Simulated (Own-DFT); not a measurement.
# Strain and stress in beta-Si3N4, 112 atoms (N64Si48)

All numbers below are calculated, not measured. The program, named Own-DFT, is a retired in-house plane-wave density functional code that no person has reviewed. Each row is one single-point run on a periodic cell that was not relaxed, without spin or spin-orbit coupling.

Settings of every run: PBE; PseudoDojo norm-conserving scalar-relativistic files; cutoff 42 hartree; 2 x 2 x 4 k mesh centred on Gamma; Fermi-Dirac smearing of 0.1 eV.

Known limits, some of them of some rows only: some atoms lie very close together; forces on such cells moved up to 12 meV/angstrom on a denser k mesh; stress not checked against mesh or cutoff.

Unstrained cell vectors in Å: (15.212, 0.000, 0.000); (-7.606, 13.174, 0.000); (0.000, 0.000, 5.818). The unstrained cell has measured lattice constants (interpolated for alloys), not those of this functional. That, the random moves and any unrelaxed bonds set the pressure at no strain. Each run strains this cell uniformly, with the atoms carried along. Every atom was also moved at random, by a Gaussian of width 0.05 Å on each axis. Strain is the symmetric tensor, in per cent. Stress is positive in tension, and the pressure is minus a third of its trace.

```
run  e_xx (%)  e_yy (%)  e_zz (%)  e_yz (%)  e_xz (%)  e_xy (%)  s_xx (GPa)  s_yy (GPa)  s_zz (GPa)  s_yz (GPa)  s_xz (GPa)  s_xy (GPa)  P (GPa)  E (meV/atom)
  1      1.94     -0.80     -1.38      0.39     -0.94     -1.86        0.21      -11.81      -18.53        2.71       -3.38       -6.27    10.04          46.8
  2      1.56      0.83      1.18      1.26     -0.42      0.33        1.69        1.38       -0.77        4.40       -1.85        0.07    -0.77           8.7
  3      1.06     -0.49     -1.95     -1.05     -0.68      1.17       -3.77       -9.94      -24.46       -3.24       -2.97        5.02    12.72          39.0
  4      1.91     -0.72     -1.66     -1.60      1.22     -0.19       -0.10      -12.47      -19.29       -4.64        3.02        0.54    10.62          41.3
  5     -1.85     -1.84     -1.31     -0.58     -0.72      1.44      -22.53      -24.00      -21.51       -1.12       -1.67        5.44    22.68          64.4
  6      1.00      0.30      0.17     -0.50      0.80     -0.26       -1.30       -2.14      -10.37       -2.97        3.44       -1.46     4.60          12.1
  7      0.44     -1.35      0.77      0.36     -0.75     -1.35       -6.31      -13.54       -6.62       -0.57       -3.90       -6.54     8.82          25.0
  8      0.13      1.95      1.90     -1.44     -0.05     -0.83       -3.49        3.15        5.22       -5.20       -0.48       -2.61    -1.62           0.0
  9     -1.71      1.75     -0.70      1.42     -1.49     -1.40      -14.02        0.27      -17.14        3.50       -5.90       -6.94    10.30          33.7
 10     -0.36     -1.87     -0.37      1.50     -0.03      0.43      -11.60      -20.19      -14.43        3.86       -0.33       -0.44    15.41          38.0
 11     -1.00     -0.08     -0.47     -0.70     -0.96      1.46      -14.02       -7.24      -16.25       -3.51       -3.19        5.16    12.50          37.2
 12      1.24     -1.65     -1.00      0.51      0.61      1.13       -3.46      -18.85      -16.68        2.09        4.62        5.98    13.00          43.4
 13      1.58      0.18     -1.59      0.24      0.59     -0.47        0.52       -6.93      -19.20        0.22        1.59       -1.57     8.54          37.5
 14      0.20      1.22      0.29     -1.42      1.24     -0.89       -6.03        0.10       -7.69       -5.36        4.76       -4.71     4.54          22.6
 15     -0.89     -1.23      1.46      0.88      0.07      0.93      -15.80      -14.27       -4.03        4.79        1.56        3.63    11.37          59.8
 16      0.94      1.97      0.36     -1.18      1.85     -0.63       -1.88        5.03       -7.57       -3.00        8.45       -1.74     1.47          40.3
 17      1.58     -0.34      1.97      0.78      0.97      0.84        0.28       -5.84        4.01        3.00        2.90        3.22     0.51          21.8
 18      0.60      1.10     -0.84     -1.08     -0.87     -1.74           ?           ?           ?           ?           ?           ?        ?             ?
```

E is the free energy for each atom above the lowest run shown.

## Worked fit

Each stress component was fitted by least squares to a constant and the strains of the runs shown, as fractions, with shears doubled. Shear strains stay in the fit of a normal stress only where such slopes are resolved. The slopes, in GPa:

```
stress  at no strain  per e_xx  per e_yy  per e_zz  scatter
  s_xx          -8.2  541 ± 22  139 ± 22   31 ± 22     1.07
  s_yy          -7.7  118 ± 32  600 ± 32  102 ± 33     1.60
  s_zz         -11.0  114 ± 24   51 ± 24  672 ± 25     1.19
```

Each shear stress against twice its own strain: yz 164 ± 18, xz 209 ± 19, xy 203 ± 14 GPa. These are stiffnesses along x, y and z of the frame in which the cell vectors are given, which need not be the crystal's axes. The atoms are held to the strained lattice; where symmetry lets them move under strain, relaxing them would lower some slopes. The table should be nearly symmetric about its diagonal, and what it lacks of that shows the noise. A ninth of its sum, 263 ± 5 GPa, estimates the bulk modulus near the mean pressure of these runs, 8.5 GPa, so it lies above the value at zero pressure.

## Withheld run

Question: what normal stresses and pressure should run 18 give?

The fit gives s_xx = -3.7, s_yy = -1.3, s_zz = -15.4 and P = 6.8 GPa. The calculation gave -4.15, -2.07, -13.53 and P = 6.58 GPa.
